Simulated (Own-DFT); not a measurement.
# Computed records: Hf36O71 (tetragonal hafnia with one neutral oxygen vacancy, atoms displaced)

A calculation, not a measurement: plane-wave PBE and HSE06 DFT by an unreviewed code, no spin, of a simulated cell at Gamma alone, so results move with cell size and shape, stress positive in tension, energies less offsets, not probed for a lower state with spin; hafnium file: forces about 75 meV/angstrom off all-electron values; oxygen file: force components 24 meV/angstrom off all-electron in a glass; k mesh not checked against a denser one; forces and stress are PBE's, HSE06 gives the energy alone, and its difference from PBE has offsets of its own; offsets are fitted by least squares, one for each functional and potential file, so energies compare only between cells with the same atoms and settings and are not formation energies; the far tail of each file's local potential was reset to the Coulomb form; each entry is a single point on an unrelaxed cell, so the pressure reflects the starting lattice, taken from the Materials Project, from which strain is counted, and rises with the displacements; printed positions are rounded, which can move forces by about a meV/angstrom; the program is a retired in-house code; no spin-orbit coupling. Program: Own-DFT development build.

Common to all runs: first functional PBE; second functional HSE06; exact exchange share 0.25; screening 0.11 1/bohr; exchange divergence Gygi-Baldereschi; potential files PseudoDojo norm-conserving, scalar-relativistic, made for PBE, standard set; wave cutoff 48 hartree; occupations fixed; k mesh 1 x 1 x 1 centred on Gamma.

(1) 
```cif
# cell vector a (Å): 10.7800 0.0000 0.0000
# cell vector b (Å): 0.0000 10.7800 0.0000
# cell vector c (Å): 0.0000 0.0000 10.4493
data_Hf36O71
_symmetry_space_group_name_H-M 'P 1'
_symmetry_Int_Tables_number 1
_cell_length_a 10.7800
_cell_length_b 10.7800
_cell_length_c 10.4493
_cell_angle_alpha 90.000
_cell_angle_beta 90.000
_cell_angle_gamma 90.000
_cell_volume 1214.30
loop_
_atom_site_label
_atom_site_type_symbol
_atom_site_fract_x
_atom_site_fract_y
_atom_site_fract_z
_atom_site_occupancy
Hf1 Hf 0.99610 0.00096 0.00313 1
Hf2 Hf 0.16892 0.16637 0.25042 1
O1 O 0.00140 0.16373 0.15468 1
O2 O 0.15874 0.00327 0.35148 1
O3 O 0.99201 0.16725 0.40073 1
O4 O 0.17048 0.99711 0.09786 1
Hf3 Hf 0.00025 0.99758 0.49866 1
Hf4 Hf 0.16428 0.16531 0.75345 1
O5 O 0.99430 0.16660 0.65355 1
O6 O 0.16676 0.00087 0.84387 1
O7 O 0.99752 0.16306 0.89926 1
O8 O 0.16338 0.00365 0.59982 1
Hf5 Hf 0.99995 0.33204 0.00106 1
Hf6 Hf 0.16400 0.50268 0.24681 1
O9 O 0.00103 0.50167 0.15439 1
O10 O 0.16558 0.33435 0.34586 1
O11 O 0.99977 0.49912 0.40219 1
O12 O 0.16636 0.33177 0.09775 1
Hf7 Hf 0.99993 0.33591 0.50321 1
Hf8 Hf 0.16534 0.50063 0.74542 1
O13 O 0.99844 0.50340 0.65233 1
O14 O 0.16634 0.33637 0.85028 1
O15 O 0.00019 0.50023 0.90410 1
O16 O 0.16470 0.32826 0.59756 1
Hf9 Hf 0.99607 0.66783 0.99494 1
Hf10 Hf 0.16405 0.83276 0.24789 1
O17 O 0.99862 0.83281 0.15396 1
O18 O 0.99809 0.83257 0.39787 1
O19 O 0.16472 0.66503 0.10007 1
Hf11 Hf 0.00128 0.66641 0.49946 1
Hf12 Hf 0.16980 0.82752 0.74612 1
O20 O 0.99515 0.83458 0.64948 1
O21 O 0.16566 0.66704 0.84647 1
O22 O 0.00086 0.83018 0.90211 1
O23 O 0.16763 0.67106 0.59519 1
Hf13 Hf 0.32947 0.99476 0.99804 1
Hf14 Hf 0.50222 0.16710 0.24807 1
O24 O 0.33613 0.16904 0.14486 1
O25 O 0.50474 0.00193 0.34389 1
O26 O 0.33311 0.16481 0.40093 1
O27 O 0.50212 0.99416 0.10159 1
Hf15 Hf 0.33016 0.00070 0.50364 1
Hf16 Hf 0.49605 0.16655 0.75174 1
O28 O 0.33420 0.16799 0.65184 1
O29 O 0.50001 0.00154 0.84425 1
O30 O 0.33218 0.16573 0.90346 1
O31 O 0.50117 0.99941 0.59249 1
Hf17 Hf 0.33494 0.32797 0.00178 1
Hf18 Hf 0.50321 0.50352 0.25331 1
O32 O 0.33721 0.49820 0.15144 1
O33 O 0.50233 0.33724 0.34966 1
O34 O 0.33283 0.49864 0.40043 1
O35 O 0.50057 0.33259 0.09562 1
Hf19 Hf 0.33011 0.33382 0.50072 1
Hf20 Hf 0.50010 0.49635 0.75455 1
O36 O 0.33250 0.49582 0.64989 1
O37 O 0.50225 0.33437 0.84444 1
O38 O 0.33394 0.49943 0.90233 1
O39 O 0.50099 0.33360 0.60159 1
Hf21 Hf 0.33193 0.66673 0.99878 1
Hf22 Hf 0.50065 0.83280 0.25329 1
O40 O 0.33584 0.83387 0.15021 1
O41 O 0.49865 0.66746 0.34649 1
O42 O 0.33604 0.83405 0.40080 1
O43 O 0.50103 0.66527 0.09768 1
Hf23 Hf 0.33506 0.66735 0.50244 1
Hf24 Hf 0.49955 0.83320 0.75031 1
O44 O 0.33274 0.83159 0.64970 1
O45 O 0.49924 0.67014 0.84395 1
O46 O 0.33596 0.83125 0.90672 1
O47 O 0.49774 0.66657 0.59838 1
Hf25 Hf 0.65984 0.00387 0.99654 1
Hf26 Hf 0.83455 0.17230 0.25327 1
O48 O 0.66873 0.17038 0.15213 1
O49 O 0.83255 0.99858 0.34613 1
O50 O 0.66544 0.16990 0.40136 1
O51 O 0.83152 0.99716 0.09975 1
Hf27 Hf 0.66549 0.00434 0.50313 1
Hf28 Hf 0.83178 0.16686 0.74813 1
O52 O 0.66448 0.17058 0.65540 1
O53 O 0.83206 0.99786 0.84681 1
O54 O 0.66864 0.16184 0.90075 1
O55 O 0.83236 0.00478 0.59598 1
Hf29 Hf 0.66455 0.33321 0.99701 1
Hf30 Hf 0.83274 0.50516 0.24714 1
O56 O 0.66640 0.49777 0.15208 1
O57 O 0.82994 0.33580 0.35097 1
O58 O 0.66913 0.50070 0.40488 1
O59 O 0.83680 0.33969 0.09726 1
Hf31 Hf 0.66952 0.33575 0.50157 1
Hf32 Hf 0.83070 0.49629 0.75132 1
O60 O 0.67272 0.49779 0.65038 1
O61 O 0.83242 0.33579 0.85105 1
O62 O 0.67234 0.50249 0.89881 1
O63 O 0.82686 0.33381 0.59546 1
Hf33 Hf 0.66577 0.66262 0.99985 1
Hf34 Hf 0.83015 0.83450 0.25136 1
O64 O 0.66885 0.83202 0.15352 1
O65 O 0.83129 0.67056 0.34559 1
O66 O 0.66650 0.83325 0.39806 1
O67 O 0.83559 0.66747 0.10204 1
Hf35 Hf 0.66580 0.66572 0.50367 1
Hf36 Hf 0.83352 0.83198 0.75069 1
O68 O 0.66252 0.83378 0.65799 1
O69 O 0.83575 0.66955 0.84602 1
O70 O 0.66846 0.82606 0.90008 1
O71 O 0.83382 0.66564 0.59849 1
_calc_PBE_energy_of_cell_above_offsets '-101.133'  # eV
_calc_HSE06_less_PBE_above_offsets '-0.151'  # eV
_calc_PBE_pressure 0.66  # GPa
_calc_PBE_stress_xx -0.43  # GPa
_calc_PBE_stress_yy -0.36  # GPa
_calc_PBE_stress_zz -1.2  # GPa
_calc_PBE_stress_yz 0.55  # GPa
_calc_PBE_stress_xz 0.21  # GPa
_calc_PBE_stress_xy -0.04  # GPa
```

Force:
| element | x (eV/Å) | y (eV/Å) | z (eV/Å) |
| --- | --- | --- | --- |
| Hf | -0.348 | -0.625 | 0.059 |
| Hf | 0.113 | 0.431 | -0.047 |
| O | -0.09 | 0.035 | -0.487 |
| O | 0.451 | -0.598 | -0.361 |
| O | 0.29 | 0.489 | 0.642 |
| O | -0.799 | 0.177 | -0.043 |
| Hf | -0.654 | 0.416 | -0.443 |
| Hf | -0.294 | 0.475 | -0.451 |
| O | 0.932 | 0.406 | -0.056 |
| O | 0.418 | -0.984 | 0.411 |
| O | 0.183 | 0.607 | 0.499 |
| O | 0.522 | -0.167 | -0.061 |
| Hf | 0.391 | 0.215 | -0.252 |
| Hf | 0.985 | 0.28 | 0.312 |
| O | -0.243 | -0.227 | -0.172 |
| O | -0.01 | -0.337 | 0.232 |
| O | 0.386 | 0.518 | 0.181 |
| O | 0.027 | -0.077 | -0.111 |
| Hf | -0.638 | -0.877 | -0.895 |
| Hf | 0.213 | -0.59 | 1.065 |
| O | 0.361 | -0.438 | -0.147 |
| O | -0.094 | -0.402 | -0.639 |
| O | -0.013 | -0.213 | -0.168 |
| O | -0.055 | 0.333 | 0.233 |
| Hf | 0.051 | -0.234 | 0.981 |
| Hf | 0.064 | -0.317 | 0.179 |
| O | 0.519 | 0.258 | -0.359 |
| O | 0.801 | -0.393 | 0.652 |
| O | 0.315 | 0.195 | -0.149 |
| Hf | -0.878 | 0.352 | -0.544 |
| Hf | -1.377 | 1.054 | 0.268 |
| O | 1.249 | -0.061 | 0.057 |
| O | 0.339 | -0.328 | -0.208 |
| O | 0.136 | 1.072 | -0.114 |
| O | -0.138 | -0.195 | -0.04 |
| Hf | 0.686 | 0.573 | 0.862 |
| Hf | 0.05 | 0.313 | 0.497 |
| O | -0.242 | -0.158 | 0.875 |
| O | -0.253 | 0.042 | 0.3 |
| O | -0.091 | 0.134 | 0.052 |
| O | -0.591 | 0.624 | -0.949 |
| Hf | 0.217 | 0.168 | -0.744 |
| Hf | 0.431 | 0.38 | -0.976 |
| O | -0.466 | -0.284 | 0.173 |
| O | -0.016 | -0.483 | 0.501 |
| O | 0.208 | -0.202 | -0.658 |
| O | -0.929 | 0.096 | 0.644 |
| Hf | -0.781 | 0.962 | 0.39 |
| Hf | -0.87 | -0.523 | -0.36 |
| O | -0.565 | 0.11 | 0.288 |
| O | -0.281 | -0.568 | -0.408 |
| O | -0.429 | 0.707 | 0.543 |
| O | 0.422 | -0.124 | -0.287 |
| Hf | 1.026 | 0.004 | -0.417 |
| Hf | -0.19 | 0.867 | -1.291 |
| O | -0.146 | 0.243 | 0.295 |
| O | 0.233 | -0.605 | 1.121 |
| O | 0.331 | 0.027 | -0.247 |
| O | -0.48 | 0.25 | -0.36 |
| Hf | 0.338 | -0.914 | 1.109 |
| Hf | 0.577 | 0.617 | -0.724 |
| O | -0.697 | -0.174 | 0.342 |
| O | 0.08 | -0.304 | 0.706 |
| O | -0.594 | 0.095 | 0.372 |
| O | -0.134 | -0.07 | -0.4 |
| Hf | 0.12 | -0.332 | -1.269 |
| Hf | 0.485 | -0.102 | 0.002 |
| O | 0.068 | 0.311 | 0.245 |
| O | -0.116 | -1.134 | 0.388 |
| O | -0.366 | 0.203 | -1.2 |
| O | 0.532 | -0.175 | 0.063 |
| Hf | 1.272 | -1.991 | 0.907 |
| Hf | 0.028 | -0.848 | 0.347 |
| O | -0.176 | 0.048 | -0.433 |
| O | -0.021 | 0.803 | 0.261 |
| O | 0.143 | -0.392 | 0.314 |
| O | -0.12 | 0.401 | -0.841 |
| Hf | 0.532 | -0.373 | -1.396 |
| Hf | -0.084 | -0.584 | 0.367 |
| O | -0.182 | -0.428 | -0.147 |
| O | 0.156 | 0.26 | -0.029 |
| O | -0.296 | 1.494 | 0.089 |
| O | -0.236 | -0.138 | 0.162 |
| Hf | 0.783 | -0.234 | 0.754 |
| Hf | 0.229 | -0.189 | 0.477 |
| O | 0.073 | 0.068 | -0.314 |
| O | 0.175 | 0.405 | -0.501 |
| O | -0.227 | 0.68 | -0.273 |
| O | -0.659 | -0.445 | 0.005 |
| Hf | -1.495 | -0.258 | -0.745 |
| Hf | 0.489 | 1.004 | 0.031 |
| O | -1.517 | 0.341 | 0.425 |
| O | -0.049 | -0.868 | -0.358 |
| O | -0.606 | -0.625 | 0.04 |
| O | 2.103 | -0.038 | 1.03 |
| Hf | 0.306 | 1.445 | 0.683 |
| Hf | -0.059 | 0.382 | -0.376 |
| O | -0.769 | -0.29 | -0.251 |
| O | 0.095 | -1.008 | 0.626 |
| O | -0.222 | 0.005 | 1.335 |
| O | -0.534 | -0.537 | -0.859 |
| Hf | 0.562 | 0.522 | -0.623 |
| Hf | -0.477 | 0.278 | 0.047 |
| O | 0.682 | 0.009 | -0.819 |
| O | 0.196 | -1.074 | 0.303 |
| O | -0.421 | 1.126 | 0.573 |
| O | -0.362 | 0.233 | -0.319 |

(2) 
```cif
# cell vector a (Å): 10.7800 0.0000 0.0000
# cell vector b (Å): 0.0000 10.7800 0.0000
# cell vector c (Å): 0.0000 0.0000 10.4493
data_Hf36O71
_symmetry_space_group_name_H-M 'P 1'
_symmetry_Int_Tables_number 1
_cell_length_a 10.7800
_cell_length_b 10.7800
_cell_length_c 10.4493
_cell_angle_alpha 90.000
_cell_angle_beta 90.000
_cell_angle_gamma 90.000
_cell_volume 1214.30
loop_
_atom_site_label
_atom_site_type_symbol
_atom_site_fract_x
_atom_site_fract_y
_atom_site_fract_z
_atom_site_occupancy
Hf1 Hf 0.00533 0.00197 0.99679 1
Hf2 Hf 0.16844 0.17433 0.25490 1
O1 O 0.00118 0.16805 0.15903 1
O2 O 0.16803 0.00487 0.35007 1
O3 O 0.99481 0.16612 0.40059 1
O4 O 0.16388 0.00033 0.09662 1
Hf3 Hf 0.00031 0.99931 0.50148 1
Hf4 Hf 0.16792 0.16718 0.75015 1
O5 O 0.00139 0.16660 0.64944 1
O6 O 0.16722 0.99937 0.84860 1
O7 O 0.00334 0.16587 0.90448 1
O8 O 0.16858 0.00036 0.59771 1
Hf5 Hf 0.99823 0.33355 0.00350 1
Hf6 Hf 0.16221 0.50072 0.25678 1
O9 O 0.00224 0.50166 0.15187 1
O10 O 0.16672 0.33040 0.34388 1
O11 O 0.00228 0.49941 0.40188 1
O12 O 0.16162 0.33295 0.09685 1
Hf7 Hf 0.00057 0.33792 0.50401 1
Hf8 Hf 0.16151 0.49842 0.74943 1
O13 O 0.00101 0.50080 0.65347 1
O14 O 0.16568 0.33257 0.84482 1
O15 O 0.00070 0.49931 0.90123 1
O16 O 0.16637 0.33557 0.59956 1
Hf9 Hf 0.00120 0.66698 0.00112 1
Hf10 Hf 0.16511 0.83255 0.25464 1
O17 O 0.00016 0.83578 0.15505 1
O18 O 0.16057 0.66408 0.34924 1
O19 O 0.99958 0.83370 0.40483 1
O20 O 0.16509 0.66428 0.09909 1
Hf11 Hf 0.99734 0.66809 0.50012 1
Hf12 Hf 0.16940 0.83634 0.75297 1
O21 O 0.00064 0.82523 0.64798 1
O22 O 0.16239 0.66481 0.84576 1
O23 O 0.99691 0.83267 0.90211 1
O24 O 0.16224 0.66954 0.59331 1
Hf13 Hf 0.33690 0.99786 0.00145 1
Hf14 Hf 0.49661 0.15860 0.25187 1
O25 O 0.33264 0.16442 0.15552 1
O26 O 0.49915 0.00264 0.34954 1
O27 O 0.32708 0.16592 0.40452 1
O28 O 0.49704 0.99967 0.09433 1
Hf15 Hf 0.33340 0.00173 0.49960 1
Hf16 Hf 0.50527 0.16242 0.75254 1
O29 O 0.33165 0.16340 0.65533 1
O30 O 0.50646 0.99855 0.84961 1
O31 O 0.33271 0.16650 0.90309 1
O32 O 0.50040 0.00105 0.59774 1
Hf17 Hf 0.32742 0.33766 0.99687 1
Hf18 Hf 0.50263 0.50261 0.25342 1
O33 O 0.33113 0.50206 0.15326 1
O34 O 0.49866 0.33468 0.35071 1
O35 O 0.33099 0.49947 0.40145 1
O36 O 0.49940 0.33865 0.09871 1
Hf19 Hf 0.33300 0.33798 0.50159 1
Hf20 Hf 0.50051 0.49724 0.75106 1
O37 O 0.33597 0.49585 0.65213 1
O38 O 0.49933 0.33438 0.85116 1
O39 O 0.33623 0.50023 0.91036 1
O40 O 0.49943 0.33084 0.59596 1
Hf21 Hf 0.33424 0.66857 0.00172 1
Hf22 Hf 0.49855 0.82883 0.24976 1
O41 O 0.33501 0.83969 0.15138 1
O42 O 0.49308 0.66674 0.34871 1
O43 O 0.33006 0.83206 0.40140 1
O44 O 0.49976 0.66883 0.09626 1
Hf23 Hf 0.33291 0.66287 0.50045 1
Hf24 Hf 0.50256 0.83290 0.75425 1
O45 O 0.32846 0.83916 0.64912 1
O46 O 0.49603 0.66795 0.84850 1
O47 O 0.33951 0.83497 0.90011 1
O48 O 0.50029 0.66337 0.59939 1
Hf25 Hf 0.66615 0.99997 0.99516 1
Hf26 Hf 0.83547 0.16454 0.25208 1
O49 O 0.66815 0.16932 0.15383 1
O50 O 0.83035 0.99879 0.35029 1
O51 O 0.66696 0.16909 0.40108 1
O52 O 0.83066 0.99527 0.09237 1
Hf27 Hf 0.66423 0.00076 0.49955 1
Hf28 Hf 0.83694 0.16453 0.74489 1
O53 O 0.66840 0.16542 0.65469 1
O54 O 0.83293 0.99852 0.84638 1
O55 O 0.66635 0.16659 0.90174 1
O56 O 0.83653 0.00070 0.59330 1
Hf29 Hf 0.66636 0.33374 0.99751 1
Hf30 Hf 0.83324 0.49936 0.24615 1
O57 O 0.66567 0.49695 0.15328 1
O58 O 0.83259 0.33312 0.34538 1
O59 O 0.66598 0.50295 0.40383 1
O60 O 0.82996 0.32839 0.09551 1
Hf31 Hf 0.66304 0.33226 0.50089 1
Hf32 Hf 0.83539 0.49659 0.74947 1
O61 O 0.66404 0.50334 0.65384 1
O62 O 0.83230 0.33360 0.84938 1
O63 O 0.66680 0.49814 0.90110 1
Hf33 Hf 0.66734 0.67051 0.99746 1
Hf34 Hf 0.83010 0.83411 0.25161 1
O64 O 0.66853 0.83249 0.14908 1
O65 O 0.83177 0.66677 0.34829 1
O66 O 0.66724 0.83405 0.40142 1
O67 O 0.82993 0.66677 0.09957 1
Hf35 Hf 0.66975 0.66301 0.49602 1
Hf36 Hf 0.83997 0.83271 0.74741 1
O68 O 0.66522 0.83284 0.65412 1
O69 O 0.83760 0.67192 0.84838 1
O70 O 0.66832 0.82931 0.89845 1
O71 O 0.82763 0.66609 0.59711 1
_calc_PBE_energy_of_cell_above_offsets '-100.958'  # eV
_calc_HSE06_less_PBE_above_offsets '-0.153'  # eV
_calc_PBE_pressure 1  # GPa
_calc_PBE_stress_xx -0.19  # GPa
_calc_PBE_stress_yy -1.16  # GPa
_calc_PBE_stress_zz -1.64  # GPa
_calc_PBE_stress_yz 0.53  # GPa
_calc_PBE_stress_xz -0.12  # GPa
_calc_PBE_stress_xy -0.01  # GPa
```

Force:
| element | x (eV/Å) | y (eV/Å) | z (eV/Å) |
| --- | --- | --- | --- |
| Hf | -0.834 | -0.664 | 0.969 |
| Hf | -0.191 | -2.314 | -1.116 |
| O | -0.301 | -0.018 | -0.758 |
| O | -0.217 | -0.93 | -0.266 |
| O | 0.173 | 0.523 | 0.99 |
| O | 0.859 | -0.256 | -0.119 |
| Hf | 0.717 | 0.547 | -0.863 |
| Hf | 0.424 | -0.482 | 0.096 |
| O | -0.145 | 0.456 | 0.232 |
| O | -0.23 | 0.101 | -0.104 |
| O | -0.217 | 0.584 | -0.405 |
| O | -0.905 | 0.028 | 0.291 |
| Hf | -0.312 | -0.326 | -0.239 |
| Hf | 0.975 | 0.038 | -1.307 |
| O | -0.916 | -0.2 | -0.032 |
| O | -0.022 | 1.782 | 1.456 |
| O | -0.152 | -0.231 | 0.273 |
| O | 0.662 | -0.011 | 0.041 |
| Hf | -0.903 | -1.115 | -0.67 |
| Hf | 0.987 | 0.329 | 0.281 |
| O | -0.698 | -0.454 | -0.602 |
| O | 0.189 | 0.436 | 0.313 |
| O | -0.079 | -0.11 | 0.12 |
| O | -0.147 | 0.046 | -0.348 |
| Hf | -0.518 | 0.207 | -0.112 |
| Hf | -0.012 | 0.929 | -0.31 |
| O | -0.121 | -0.43 | 0.186 |
| O | 0.211 | 0.598 | -0.027 |
| O | 0.113 | -0.016 | -0.347 |
| O | 0.448 | 0.575 | -0.121 |
| Hf | -0.009 | 0.342 | -0.071 |
| Hf | -0.203 | -0.576 | -0.856 |
| O | 0.308 | 0.586 | 0.502 |
| O | 0.442 | 0.404 | 0.131 |
| O | 0.512 | 0.381 | -0.019 |
| O | 0.996 | -0.705 | 0.308 |
| Hf | -1.466 | 0.815 | 0.144 |
| Hf | 0.74 | 2.253 | -0.968 |
| O | 0.04 | 0.059 | -0.122 |
| O | 0.05 | -1.4 | 0.144 |
| O | 0.559 | 0.848 | 0.198 |
| O | 1.251 | 0.156 | 0.698 |
| Hf | -0.541 | -0.526 | 0.257 |
| Hf | -1.111 | 0.735 | 0.167 |
| O | 0.665 | 0.21 | -0.011 |
| O | -0.193 | 0.183 | -0.108 |
| O | 0.054 | -0.143 | 0.095 |
| O | 0.066 | 0.261 | 0.17 |
| Hf | 1.263 | -0.864 | 1.323 |
| Hf | -0.783 | -1.656 | -1.226 |
| O | -0.015 | 0.113 | 0.66 |
| O | -0.04 | -0.242 | -0.108 |
| O | -0.243 | 0.1 | 0.239 |
| O | -0.417 | -0.203 | -0.467 |
| Hf | 0.439 | -0.865 | -0.176 |
| Hf | 0.126 | 0.642 | 0.329 |
| O | -0.874 | 0.184 | 0.159 |
| O | 0.033 | -0.652 | -0.767 |
| O | -0.343 | 0.684 | -1.1 |
| O | 0.097 | -0.07 | 0.489 |
| Hf | -0.197 | -0.525 | 0.143 |
| Hf | 0.277 | 0.562 | -0.152 |
| O | -0.559 | -0.536 | 0.192 |
| O | 0.271 | 0.217 | 0.002 |
| O | 0.136 | -0.139 | -0.044 |
| O | 0.201 | 0.187 | 0.471 |
| Hf | 0.141 | 0.95 | 0.544 |
| Hf | -0.29 | -0.488 | -1.168 |
| O | 1.005 | -0.482 | 0.64 |
| O | 0.139 | -0.608 | 0.007 |
| O | -0.591 | -0.231 | 0.094 |
| O | -0.365 | 0.245 | -0.519 |
| Hf | 0.574 | -0.04 | 0.636 |
| Hf | -0.311 | 0.108 | -0.223 |
| O | -0.776 | -0.598 | 0.053 |
| O | 0.007 | -0.07 | -0.406 |
| O | -0.163 | -0.343 | 0.748 |
| O | 0.628 | 0.354 | 0.243 |
| Hf | 0.585 | -0.255 | -0.076 |
| Hf | -0.156 | 0.009 | 0.931 |
| O | 0.39 | 0.434 | -0.581 |
| O | -0.023 | 0.371 | -0.594 |
| O | -0.147 | -0.015 | -0.253 |
| O | -0.69 | 0.021 | 0.702 |
| Hf | -1.105 | -0.214 | 0.876 |
| Hf | -0.259 | -0.036 | 0.156 |
| O | 0.369 | 0.343 | 0.181 |
| O | 0.026 | 0.606 | 0.507 |
| O | -0.162 | -1.04 | -0.414 |
| O | 0.897 | 0.622 | 0.199 |
| Hf | 0.548 | 0.145 | -0.526 |
| Hf | -0.989 | 0.752 | 0.582 |
| O | 0.787 | -0.879 | -0.149 |
| O | 0.272 | -0.497 | -1.149 |
| O | 0.143 | 0.914 | 0.034 |
| Hf | 0.173 | -0.706 | 0.079 |
| Hf | 0.458 | 0.31 | -0.571 |
| O | -1.019 | -0.056 | 0.349 |
| O | 0.126 | -0.361 | -0.074 |
| O | -0.362 | -0.224 | -0.103 |
| O | 0.64 | -0.3 | -0.242 |
| Hf | -0.726 | 1.116 | 1.165 |
| Hf | -1.053 | -0.089 | 0.213 |
| O | 0.467 | 0.424 | -0.146 |
| O | -0.134 | -1.213 | -0.209 |
| O | -0.444 | 0.71 | 0.22 |
| O | 1.015 | -0.131 | 0.121 |
